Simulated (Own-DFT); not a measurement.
Simulation results for AlN (wurtzite, atoms displaced)

A calculation, not a measurement: plane-wave PBE density functional theory by an unreviewed code, no spin, of a simulated periodic cell, stress positive in tension, free energy of the whole cell less one offset for each atom, some atoms lie very close together; forces on such cells moved up to 12 meV/angstrom on a denser k mesh; offsets are fitted by least squares, one for each functional and potential file, so energies compare only between cells with the same atoms and settings and are not formation energies; the far tail of each file's local potential was reset to the Coulomb form; each entry is a single point on an unrelaxed cell, so the pressure reflects the starting lattice, mostly measured values (interpolated for alloys), from which strain is counted, and rises with the displacements; printed positions are rounded, which can move forces by about a meV/angstrom; the program, named Own-DFT, is a retired in-house code; no spin-orbit coupling; before rounding, a Quantum ESPRESSO 7.3.1 run of the same cell and cutoff gave forces within 1 meV/angstrom rms on each cell, which checks the program and not the settings. Program: Own-DFT development build.

Common to all runs: functional PBE; potential files PseudoDojo norm-conserving, scalar-relativistic, standard set; wave cutoff 42 hartree; occupations Fermi-Dirac; smearing width 0.1 eV; k mesh 3 x 3 x 2 centred on Gamma.

(1) 
```cif
# cell vector a (Å): 9.3360 0.0000 0.0000
# cell vector b (Å): -4.6680 8.0852 0.0000
# cell vector c (Å): 0.0000 0.0000 9.9640
data_AlN
_symmetry_space_group_name_H-M 'P 1'
_symmetry_Int_Tables_number 1
_cell_length_a 9.3360
_cell_length_b 9.3360
_cell_length_c 9.9640
_cell_angle_alpha 90.000
_cell_angle_beta 90.000
_cell_angle_gamma 120.000
_cell_volume 752.12
loop_
_atom_site_label
_atom_site_type_symbol
_atom_site_fract_x
_atom_site_fract_y
_atom_site_fract_z
_atom_site_occupancy
Al1 Al 0.09876 0.23068 0.99656 1
Al2 Al 0.20949 0.10316 0.27269 1
N1 N 0.11734 0.18013 0.19009 1
N2 N 0.20547 0.08587 0.43343 1
Al3 Al 0.12430 0.23960 0.49875 1
Al4 Al 0.20878 0.10449 0.77246 1
N3 N 0.11402 0.23633 0.68222 1
N4 N 0.23853 0.11491 0.94077 1
Al5 Al 0.12597 0.56314 0.01632 1
Al6 Al 0.20423 0.43123 0.25847 1
N5 N 0.13476 0.57056 0.18405 1
N6 N 0.23171 0.45440 0.44997 1
Al7 Al 0.11918 0.53926 0.52599 1
Al8 Al 0.20086 0.44646 0.76795 1
N7 N 0.09518 0.54263 0.67348 1
N8 N 0.23650 0.44977 0.93475 1
Al9 Al 0.09084 0.88708 0.00785 1
Al10 Al 0.22377 0.80050 0.26772 1
N9 N 0.13192 0.88180 0.16329 1
N10 N 0.23689 0.76900 0.44296 1
Al11 Al 0.10371 0.90222 0.49959 1
Al12 Al 0.23130 0.79091 0.75690 1
N11 N 0.08937 0.90720 0.67353 1
N12 N 0.21374 0.78127 0.92983 1
Al13 Al 0.44592 0.24362 0.97880 1
Al14 Al 0.56938 0.10425 0.26991 1
N13 N 0.41738 0.23084 0.18210 1
N14 N 0.54703 0.11897 0.40083 1
Al15 Al 0.44069 0.21053 0.48299 1
Al16 Al 0.55327 0.11584 0.75385 1
N15 N 0.48020 0.24509 0.68796 1
N16 N 0.54870 0.11019 0.94855 1
Al17 Al 0.43769 0.56085 0.00232 1
Al18 Al 0.58157 0.43030 0.25966 1
N17 N 0.45493 0.57974 0.19408 1
N18 N 0.54882 0.41620 0.46192 1
Al19 Al 0.44936 0.55791 0.49473 1
Al20 Al 0.54152 0.47121 0.74167 1
N19 N 0.43747 0.53331 0.68606 1
N20 N 0.54154 0.41614 0.93378 1
Al21 Al 0.45838 0.90293 0.00552 1
Al22 Al 0.52379 0.76831 0.25622 1
N21 N 0.45078 0.88538 0.18016 1
N22 N 0.57769 0.80274 0.45360 1
Al23 Al 0.44375 0.87804 0.51799 1
Al24 Al 0.53916 0.75325 0.76236 1
N23 N 0.44732 0.87334 0.69510 1
N24 N 0.52013 0.74791 0.94539 1
Al25 Al 0.74326 0.18768 0.99807 1
Al26 Al 0.89733 0.11641 0.28621 1
N25 N 0.78016 0.25477 0.17662 1
N26 N 0.88341 0.08652 0.42749 1
Al27 Al 0.76040 0.19165 0.52263 1
Al28 Al 0.89368 0.11387 0.75069 1
N27 N 0.78826 0.24813 0.68782 1
N28 N 0.88649 0.12538 0.95199 1
Al29 Al 0.77185 0.57040 0.00645 1
Al30 Al 0.88745 0.43028 0.23959 1
N29 N 0.78205 0.54890 0.17274 1
N30 N 0.89213 0.45845 0.42895 1
Al31 Al 0.75976 0.53988 0.51812 1
Al32 Al 0.88728 0.46119 0.74943 1
N31 N 0.76002 0.55247 0.70667 1
N32 N 0.93277 0.50759 0.91619 1
Al33 Al 0.79376 0.88276 0.02217 1
Al34 Al 0.89451 0.76338 0.28495 1
N33 N 0.77385 0.91843 0.17890 1
N34 N 0.86720 0.78349 0.44850 1
Al35 Al 0.78886 0.89946 0.48763 1
Al36 Al 0.86636 0.78175 0.74164 1
N35 N 0.81612 0.92819 0.67525 1
N36 N 0.91086 0.78884 0.92458 1
_calc_free_energy_of_cell_above_offsets '19.103'  # eV
_calc_pressure 24.86  # GPa
_calc_stress_xx -13.51  # GPa
_calc_stress_yy -19.82  # GPa
_calc_stress_zz -41.25  # GPa
_calc_stress_yz 2.14  # GPa
_calc_stress_xz -2.7  # GPa
_calc_stress_xy 1.13  # GPa
```

Force:
```
element  x (eV/Å)  y (eV/Å)  z (eV/Å)
     Al     3.333    -0.614     1.806
     Al     6.927    -1.396    -7.168
      N    -9.756     6.195    -2.305
      N     0.369     6.305     4.527
     Al     0.331    -2.761     1.006
     Al     0.239     0.831     -5.61
      N     0.213    -0.434     2.037
      N     -4.47      -1.6     1.691
     Al     -1.87     1.412    -6.046
     Al     2.579     1.393    -1.502
      N    -1.127    -1.698     5.146
      N     0.659    -1.579    -2.311
     Al    -1.885     2.041    -15.23
     Al     0.462    -0.429    -4.816
      N    -0.587     2.169     14.45
      N    -2.357    -1.547     3.557
     Al     4.645     2.311     -5.84
     Al     3.596     -2.34    -2.657
      N      -2.2     0.383     10.13
      N    -1.923     0.578     1.641
     Al     0.901    -6.284     2.279
     Al    -2.227    -1.148    -2.085
      N     2.644    -1.224      3.26
      N     1.997     1.056     2.838
     Al     0.638    -14.38     8.014
     Al     4.784    -2.203    -33.32
      N     2.892     0.042     1.593
      N    -3.462     0.844     33.51
     Al    -0.658    -2.982     3.191
     Al     0.862     0.027     0.482
      N     -2.99    -2.389    -1.021
      N    -2.442    -0.445    -3.235
     Al     2.973    -5.795     3.982
     Al    -3.394    -0.567    -1.137
      N      0.64     -6.27    -0.181
      N    -1.692     5.911    -3.477
     Al     1.481       0.4     0.363
     Al     15.17    -9.633     7.006
      N    -14.69     7.978     -5.16
      N     0.178     18.84     -4.33
     Al    -2.755    -3.251    -1.623
     Al     3.311     3.702     1.431
      N     -2.73      2.54     3.095
      N    -2.569     -3.44    -1.558
     Al    -0.538     0.576    -2.596
     Al     0.179     1.278    -1.041
      N    -0.661     2.079     1.164
      N      2.05     7.403    -2.814
     Al     3.454     4.888     2.198
     Al    -0.107     1.994    -23.88
      N     0.076    -10.22    -1.454
      N    -0.568     5.385     18.44
     Al    -0.398     1.747    -5.112
     Al    -0.801     3.901      1.82
      N     0.293    -3.248      2.65
      N     0.881    -2.455    -2.909
     Al     1.914    -1.571    -6.228
     Al     1.291     9.586     3.382
      N     0.102     1.714     6.117
      N     0.552    -1.029     1.507
     Al     2.087     0.495    -0.486
     Al     0.174    -0.051    -0.184
      N    -0.159     2.528    -2.348
      N    -1.055    -2.454     4.501
     Al    -0.514       0.4     -5.94
     Al    -0.099    -0.714    -7.781
      N    -0.267     -0.91     7.375
      N     5.813     -4.41     1.384
     Al    -3.189    -1.702     4.967
     Al     3.123     0.057     0.261
      N    -3.186    -4.426    -0.098
      N    -6.486    -1.379     0.668
```

(2) 
```cif
# cell vector a (Å): 9.3360 0.0000 0.0000
# cell vector b (Å): -4.6680 8.0852 0.0000
# cell vector c (Å): 0.0000 0.0000 9.9640
data_AlN
_symmetry_space_group_name_H-M 'P 1'
_symmetry_Int_Tables_number 1
_cell_length_a 9.3360
_cell_length_b 9.3360
_cell_length_c 9.9640
_cell_angle_alpha 90.000
_cell_angle_beta 90.000
_cell_angle_gamma 120.000
_cell_volume 752.12
loop_
_atom_site_label
_atom_site_type_symbol
_atom_site_fract_x
_atom_site_fract_y
_atom_site_fract_z
_atom_site_occupancy
Al1 Al 0.14006 0.24310 0.02043 1
Al2 Al 0.23099 0.09950 0.25021 1
N1 N 0.10048 0.21453 0.20003 1
N2 N 0.22875 0.12083 0.43636 1
Al3 Al 0.08066 0.20999 0.48422 1
Al4 Al 0.22072 0.07743 0.75117 1
N3 N 0.13145 0.23705 0.69852 1
N4 N 0.21218 0.09123 0.92924 1
Al5 Al 0.12614 0.53704 0.98028 1
Al6 Al 0.23701 0.44703 0.23177 1
N5 N 0.08861 0.55180 0.19813 1
N6 N 0.21194 0.43324 0.46740 1
Al7 Al 0.12351 0.53595 0.52953 1
Al8 Al 0.24326 0.48207 0.76202 1
N7 N 0.13032 0.59078 0.70110 1
N8 N 0.19567 0.42147 0.93470 1
Al9 Al 0.12784 0.88787 0.98036 1
Al10 Al 0.25659 0.77498 0.25929 1
N9 N 0.07260 0.86902 0.19016 1
N10 N 0.23147 0.79136 0.44218 1
Al11 Al 0.06339 0.87800 0.50022 1
Al12 Al 0.22742 0.79385 0.73478 1
N11 N 0.12605 0.87713 0.68438 1
N12 N 0.17484 0.76514 0.94390 1
Al13 Al 0.45338 0.25651 0.01460 1
Al14 Al 0.60066 0.13359 0.25397 1
N13 N 0.42699 0.21212 0.17301 1
N14 N 0.56924 0.10900 0.44421 1
Al15 Al 0.41234 0.21440 0.51176 1
Al16 Al 0.57417 0.11667 0.75933 1
N15 N 0.45230 0.23147 0.68225 1
N16 N 0.55558 0.08702 0.94211 1
Al17 Al 0.43072 0.58704 0.00936 1
Al18 Al 0.57158 0.47316 0.25656 1
N17 N 0.48387 0.59157 0.19426 1
N18 N 0.54531 0.43509 0.45218 1
Al19 Al 0.42822 0.55767 0.49635 1
Al20 Al 0.55658 0.42739 0.76554 1
N19 N 0.45165 0.54039 0.69179 1
N20 N 0.58179 0.48220 0.94128 1
Al21 Al 0.43126 0.88465 0.02602 1
Al22 Al 0.55749 0.77748 0.23713 1
N21 N 0.41968 0.88417 0.17683 1
N22 N 0.56012 0.79028 0.43551 1
Al23 Al 0.48452 0.92803 0.53780 1
Al24 Al 0.54880 0.78532 0.76681 1
N23 N 0.42925 0.86324 0.69143 1
N24 N 0.53726 0.74678 0.95083 1
Al25 Al 0.76802 0.22667 0.99880 1
Al26 Al 0.88209 0.12671 0.24351 1
N25 N 0.79267 0.23508 0.18559 1
N26 N 0.92662 0.14499 0.45866 1
Al27 Al 0.75348 0.17719 0.50469 1
Al28 Al 0.86217 0.08665 0.73649 1
N27 N 0.77689 0.21037 0.68440 1
N28 N 0.87485 0.07463 0.93052 1
Al29 Al 0.75906 0.53479 0.99185 1
Al30 Al 0.86500 0.39760 0.23446 1
N29 N 0.74595 0.52155 0.14763 1
N30 N 0.87251 0.44450 0.44415 1
Al31 Al 0.80789 0.58064 0.47925 1
Al32 Al 0.85725 0.43493 0.75469 1
N31 N 0.75870 0.55647 0.69553 1
N32 N 0.90093 0.41429 0.94444 1
Al33 Al 0.74984 0.90458 0.01352 1
Al34 Al 0.87680 0.76137 0.26585 1
N33 N 0.76719 0.85329 0.17449 1
N34 N 0.91598 0.79005 0.43450 1
Al35 Al 0.81561 0.88478 0.49031 1
Al36 Al 0.89686 0.77707 0.74501 1
N35 N 0.76686 0.87875 0.66881 1
N36 N 0.89186 0.78818 0.95782 1
_calc_free_energy_of_cell_above_offsets '40.927'  # eV
_calc_pressure 29.92  # GPa
_calc_stress_xx -31.03  # GPa
_calc_stress_yy -31.54  # GPa
_calc_stress_zz -27.19  # GPa
_calc_stress_yz 0.21  # GPa
_calc_stress_xz -2.48  # GPa
_calc_stress_xy -6.23  # GPa
```

Force:
```
element  x (eV/Å)  y (eV/Å)  z (eV/Å)
     Al    -0.518    -7.297    -2.891
     Al    -2.558    -3.162     0.258
      N     1.593     1.652    -0.349
      N     -4.73    -3.421    -1.028
     Al     40.31     18.82     11.28
     Al    -2.555     6.329    -0.779
      N    -1.506    -2.396    -0.933
      N     1.082     5.325     2.254
     Al    -10.85     6.622     4.325
     Al    -2.618     0.634     3.345
      N     4.298    -0.527    -1.531
      N     2.639     -0.83    -4.411
     Al    -5.651     3.919    -2.824
     Al     1.281    -4.071    -4.026
      N    -0.364     -6.47     1.041
      N     7.726      0.12    -0.404
     Al    -14.41     6.933     8.106
     Al    -10.07    -5.173     5.351
      N     4.062     2.951     0.025
      N     0.339    -0.523     1.769
     Al     27.66     15.73     10.92
     Al     3.615    -2.851     4.837
      N    -9.394     2.527    -3.602
      N     16.09    -10.54    -4.893
     Al     0.046    -0.983     -6.99
     Al    -7.796     -4.07     1.631
      N     2.453     0.712     6.665
      N    -4.889     0.234    -3.817
     Al     4.036     2.973    -1.231
     Al    -2.987    -0.916    -0.116
      N     1.829    -3.952      3.91
      N    -1.025     1.782     0.436
     Al     0.665    -17.87     6.004
     Al      0.71    -3.655     0.858
      N     -3.65     -10.3    -2.971
      N     0.349      2.62    -2.953
     Al     3.027     0.593     1.844
     Al    -3.397     2.471    -2.273
      N    -2.041     2.824     1.096
      N    -9.931    -6.613    -2.516
     Al    -0.979    -0.258    -14.61
     Al    -1.498     8.328      5.31
      N     7.625     5.122     9.012
      N     1.344     0.171     -0.31
     Al    -1.758    -5.402    -8.293
     Al     3.427    -3.338    -1.706
      N     2.021     3.263     5.211
      N     0.316     18.58    -7.176
     Al     2.088     -5.42    -0.906
     Al     5.277    -3.786     1.552
      N     0.575    -19.46    -8.216
      N    -38.53    -20.91    -11.38
     Al     5.019     7.091      1.09
     Al     5.272     2.317     2.726
      N    -1.496     1.123     0.686
      N    -1.235     6.334    -0.882
     Al     9.777     7.756    -5.244
     Al    -1.325     26.99     8.987
      N     1.807    -0.849      13.8
      N     3.946     -3.12    -1.467
     Al    -3.609    -5.338     4.107
     Al     3.247      1.07    -0.702
      N     3.543     0.664    -1.474
      N    -2.633     4.222    -3.029
     Al     3.671    -4.788    -2.396
     Al     1.092    -0.044    -7.899
      N    -1.333     3.241     5.106
      N    -17.49    -13.64    -10.07
     Al    -9.944     2.363      1.27
     Al     -1.63    -0.226     4.057
      N     0.834    -0.458     1.088
      N     -0.31    -1.723    -3.658
```

(3) 
```cif
# cell vector a (Å): 9.3360 0.0000 0.0000
# cell vector b (Å): -4.6680 8.0852 0.0000
# cell vector c (Å): 0.0000 0.0000 9.9640
data_AlN
_symmetry_space_group_name_H-M 'P 1'
_symmetry_Int_Tables_number 1
_cell_length_a 9.3360
_cell_length_b 9.3360
_cell_length_c 9.9640
_cell_angle_alpha 90.000
_cell_angle_beta 90.000
_cell_angle_gamma 120.000
_cell_volume 752.12
loop_
_atom_site_label
_atom_site_type_symbol
_atom_site_fract_x
_atom_site_fract_y
_atom_site_fract_z
_atom_site_occupancy
Al1 Al 0.08628 0.22832 0.01548 1
Al2 Al 0.21189 0.12128 0.24620 1
N1 N 0.12828 0.22398 0.18730 1
N2 N 0.26706 0.13473 0.43049 1
Al3 Al 0.10540 0.22430 0.49912 1
Al4 Al 0.23214 0.09609 0.72879 1
N3 N 0.06373 0.18700 0.69399 1
N4 N 0.21801 0.12560 0.94393 1
Al5 Al 0.10335 0.52183 0.99034 1
Al6 Al 0.20166 0.43959 0.23447 1
N5 N 0.12376 0.53600 0.22116 1
N6 N 0.23024 0.41000 0.46809 1
Al7 Al 0.11192 0.56681 0.50726 1
Al8 Al 0.21020 0.41804 0.74846 1
N7 N 0.11654 0.57349 0.68764 1
N8 N 0.23765 0.48824 0.91540 1
Al9 Al 0.10431 0.89736 0.99239 1
Al10 Al 0.20207 0.78004 0.25275 1
N9 N 0.09383 0.87699 0.20107 1
N10 N 0.22249 0.78521 0.41252 1
Al11 Al 0.09546 0.87847 0.50138 1
Al12 Al 0.18619 0.73981 0.74057 1
N11 N 0.13714 0.92052 0.67196 1
N12 N 0.23843 0.78280 0.93634 1
Al13 Al 0.43710 0.19721 0.98784 1
Al14 Al 0.58023 0.12977 0.22819 1
N13 N 0.43577 0.21646 0.20993 1
N14 N 0.58178 0.12958 0.43386 1
Al15 Al 0.47061 0.21758 0.51167 1
Al16 Al 0.58432 0.13292 0.75566 1
N15 N 0.45711 0.20275 0.69991 1
N16 N 0.55515 0.11998 0.95305 1
Al17 Al 0.43022 0.57174 0.98454 1
Al18 Al 0.57908 0.45221 0.25636 1
N17 N 0.44633 0.56717 0.19806 1
N18 N 0.55844 0.43933 0.44607 1
Al19 Al 0.44358 0.55355 0.51716 1
Al20 Al 0.53040 0.42976 0.76023 1
N19 N 0.43580 0.56764 0.67868 1
N20 N 0.51772 0.41623 0.96135 1
Al21 Al 0.41368 0.89292 0.99329 1
Al22 Al 0.54717 0.75842 0.24301 1
N21 N 0.46425 0.90172 0.19649 1
N22 N 0.55565 0.76098 0.44630 1
Al23 Al 0.43535 0.86522 0.48612 1
Al24 Al 0.55374 0.77077 0.73469 1
N23 N 0.46309 0.89533 0.71562 1
N24 N 0.57441 0.76996 0.92181 1
Al25 Al 0.77257 0.21507 0.02311 1
Al26 Al 0.89313 0.09635 0.25663 1
N25 N 0.78694 0.22129 0.18028 1
N26 N 0.89448 0.11566 0.41535 1
Al27 Al 0.78878 0.24145 0.49223 1
Al28 Al 0.90038 0.12301 0.75209 1
N27 N 0.78727 0.21272 0.70650 1
N28 N 0.88049 0.11908 0.95549 1
Al29 Al 0.76330 0.56227 0.99051 1
Al30 Al 0.88234 0.47782 0.26195 1
N29 N 0.76222 0.55104 0.17718 1
N30 N 0.89894 0.43712 0.42601 1
Al31 Al 0.77006 0.51821 0.47350 1
Al32 Al 0.88275 0.45143 0.74860 1
N31 N 0.77883 0.54883 0.66837 1
N32 N 0.90966 0.47608 0.93416 1
Al33 Al 0.77418 0.91155 0.98366 1
Al34 Al 0.86262 0.74863 0.25644 1
N33 N 0.76097 0.86250 0.19516 1
N34 N 0.89597 0.76614 0.45148 1
Al35 Al 0.75883 0.87613 0.48736 1
Al36 Al 0.89279 0.77047 0.77699 1
N35 N 0.74162 0.86733 0.69715 1
N36 N 0.85731 0.75070 0.94744 1
_calc_free_energy_of_cell_above_offsets '17.056'  # eV
_calc_pressure 23.35  # GPa
_calc_stress_xx -26.84  # GPa
_calc_stress_yy -24.45  # GPa
_calc_stress_zz -18.76  # GPa
_calc_stress_yz -2.53  # GPa
_calc_stress_xz 0.61  # GPa
_calc_stress_xy -2.37  # GPa
```

Force:
```
element  x (eV/Å)  y (eV/Å)  z (eV/Å)
     Al     4.328    -0.459    -2.428
     Al     7.665    -3.596     3.306
      N      -6.9     2.146    -1.058
      N    -4.178    -2.899     2.382
     Al     0.459    -8.944     1.254
     Al    -1.333     9.896     5.211
      N     17.27     8.392    -6.376
      N    -1.159    -1.992    -1.535
     Al    -4.597     5.719     3.929
     Al     19.75    -9.312     4.804
      N    -19.93     12.09    -4.828
      N    -1.921     10.46    -2.776
     Al     2.085     -0.88     -2.84
     Al    -0.365     1.291    -3.634
      N     0.546    -17.39    -5.835
      N     1.811    -5.343    -0.406
     Al     0.788    -1.317      1.87
     Al     4.039    -0.386     -6.86
      N    -2.381     1.223    -2.723
      N     0.599    -1.541     10.45
     Al     3.645     3.637    -2.625
     Al     1.589     20.17     7.682
      N    -0.912    -13.36     0.217
      N    -10.56    -6.178    -3.154
     Al    -5.986     3.725     4.146
     Al    -3.869    -2.453      3.28
      N     2.092      1.05    -3.112
      N     0.342     -2.09    -0.042
     Al    -2.179     0.055     -2.05
     Al      0.24    -5.401     1.706
      N    -3.788     3.496    -0.953
      N     5.441    -2.076    -1.965
     Al     4.887     0.064      3.62
     Al     -8.17    -4.765     0.284
      N    -0.771     -7.77     -2.91
      N    -0.309     0.251    -0.598
     Al     1.474    -2.161    -7.336
     Al     1.365     1.203    -0.571
      N     0.414    -5.015     7.182
      N     1.161     3.332     -3.09
     Al     10.55     4.884     4.322
     Al    -1.742     6.274     2.012
      N    -1.775    -1.389    -1.445
      N    -3.151    -0.632    -2.076
     Al     0.136     3.263     0.985
     Al    -6.051    -1.737     4.341
      N    -3.802     0.319     -3.09
      N    -2.577     0.575     1.296
     Al    -2.159     1.494    -9.096
     Al    -1.066    -0.819    -7.873
      N      2.26     2.412     8.151
      N    -0.381    -0.173     9.432
     Al     2.095    -5.158     1.513
     Al     -13.1    -9.943     6.877
      N    -1.165     4.961    -3.032
      N     1.056     1.835    -2.463
     Al    -0.039    -8.735      2.07
     Al     5.263    -3.115    -5.451
      N     3.465     0.691    -0.073
      N     0.736     2.332     2.588
     Al    -1.784     4.613      5.51
     Al     1.173    -1.245     0.047
      N    -0.748     0.097     2.557
      N    -2.872    -2.535     0.458
     Al     0.463    -5.661     2.392
     Al      0.62     4.966     0.003
      N     1.537     3.057    -0.781
      N    -4.066    -2.556    -2.911
     Al     3.807     2.197     2.686
     Al    -2.377     0.319    -6.827
      N     11.48     6.455    -3.141
      N     1.528     10.09      -0.6
```
